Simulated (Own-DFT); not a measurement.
SiC (4H silicon carbide, atoms displaced) (calculated)

A calculation, not a measurement: plane-wave PBE density functional theory by an unreviewed code, no spin, of a simulated periodic cell, stress positive in tension, free energy of the whole cell less one offset for each atom, forces on such cells passed a denser k mesh, this cell's mesh not checked; offsets are fitted by least squares, one for each functional and potential file, so energies compare only between cells with the same atoms and settings and are not formation energies; the far tail of each file's local potential was reset to the Coulomb form; each entry is a single point on an unrelaxed cell, so the pressure reflects the starting lattice, mostly measured values (interpolated for alloys), from which strain is counted, and rises with the displacements; printed positions are rounded, which can move forces by about a meV/angstrom; the program, named Own-DFT, is a retired in-house code; no spin-orbit coupling; before rounding, a Quantum ESPRESSO 7.3.1 run of the same cell and cutoff gave forces within 1 meV/angstrom rms on each cell, which checks the program and not the settings. Program: Own-DFT development build.

SiC (4H silicon carbide, atoms displaced)

```
SiC
1.0
      6.1654     0.0000     0.0000
     -3.0827     5.3394     0.0000
      0.0000     0.0000    10.0681
Si C Si C Si C Si C Si C Si C Si C Si C
2 2 2 2 2 2 2 2 2 2 2 2 2 2 2 2
Direct
  0.99400 0.99903 0.40978
  0.15902 0.33189 0.15896
  0.00121 0.99590 0.09158
  0.17099 0.33180 0.34075
  0.99515 0.49927 0.40500
  0.16752 0.82487 0.15626
  0.99752 0.50240 0.09200
  0.16047 0.81839 0.34481
  0.51252 0.01298 0.40629
  0.66102 0.32798 0.15340
  0.49185 0.99994 0.09021
  0.67017 0.32856 0.34270
  0.50864 0.50474 0.40600
  0.67411 0.82358 0.15330
  0.49846 0.49953 0.09572
  0.66857 0.84092 0.34702
  0.00274 0.00064 0.90689
  0.84036 0.67429 0.65853
  0.00048 0.99350 0.59539
  0.82962 0.66418 0.84627
  0.99444 0.49603 0.90240
  0.82838 0.17021 0.66098
  0.99722 0.49560 0.59661
  0.82203 0.15861 0.84431
  0.49784 0.98994 0.90564
  0.33645 0.67030 0.65261
  0.49544 0.99833 0.58689
  0.33441 0.67227 0.84121
  0.49244 0.50210 0.90613
  0.32443 0.16918 0.65747
  0.50094 0.50015 0.59492
  0.32764 0.16674 0.84464
```

- functional: PBE
- potential files: PseudoDojo norm-conserving, scalar-relativistic, standard set
- wave cutoff: 42 hartree
- occupations: Fermi-Dirac
- smearing width: 0.1 eV
- k mesh: 5 x 5 x 3 centred on Gamma
- free energy of cell above offsets: -4.771 eV
- pressure: 3.77 GPa
- stress xx: -1.49 GPa
- stress yy: -5.06 GPa
- stress zz: -4.77 GPa
- stress yz: 0.55 GPa
- stress xz: 0.06 GPa
- stress xy: -1.16 GPa

Force:
```
element  x (eV/Å)  y (eV/Å)  z (eV/Å)
     Si     1.396     0.034     -0.87
     Si     0.581    -0.232    -1.001
      C     0.072     0.408     0.536
      C    -0.383     0.059     1.576
     Si     1.393    -0.679     0.641
     Si    -0.725     0.763     0.304
      C     0.226    -1.097     -0.34
      C    -0.109     2.209    -0.092
     Si    -1.324    -2.167    -0.541
     Si     0.285     0.213     0.088
      C     1.569    -0.712     0.574
      C    -0.905     1.171    -0.474
     Si    -0.685     -0.39    -0.012
     Si    -1.566     1.473     0.802
      C    -0.445    -0.685    -0.537
      C     0.509    -0.781    -0.921
     Si    -0.562     -0.47    -0.128
     Si    -0.419    -1.496     0.091
      C    -1.266      1.29    -0.036
      C    -0.164     0.293    -0.247
     Si     0.108     0.205     0.588
     Si     0.289    -1.038    -1.241
      C     0.028     0.531    -0.502
      C     0.957     0.567     0.388
     Si    -1.389     1.325     0.206
     Si    -0.211    -0.231    -0.064
      C     0.025     0.822     1.885
      C    -0.362    -1.223    -0.084
     Si     0.821    -0.367     0.071
     Si     1.386    -0.151    -0.263
      C      0.17     0.267    -0.308
      C     0.701     0.091    -0.087
```
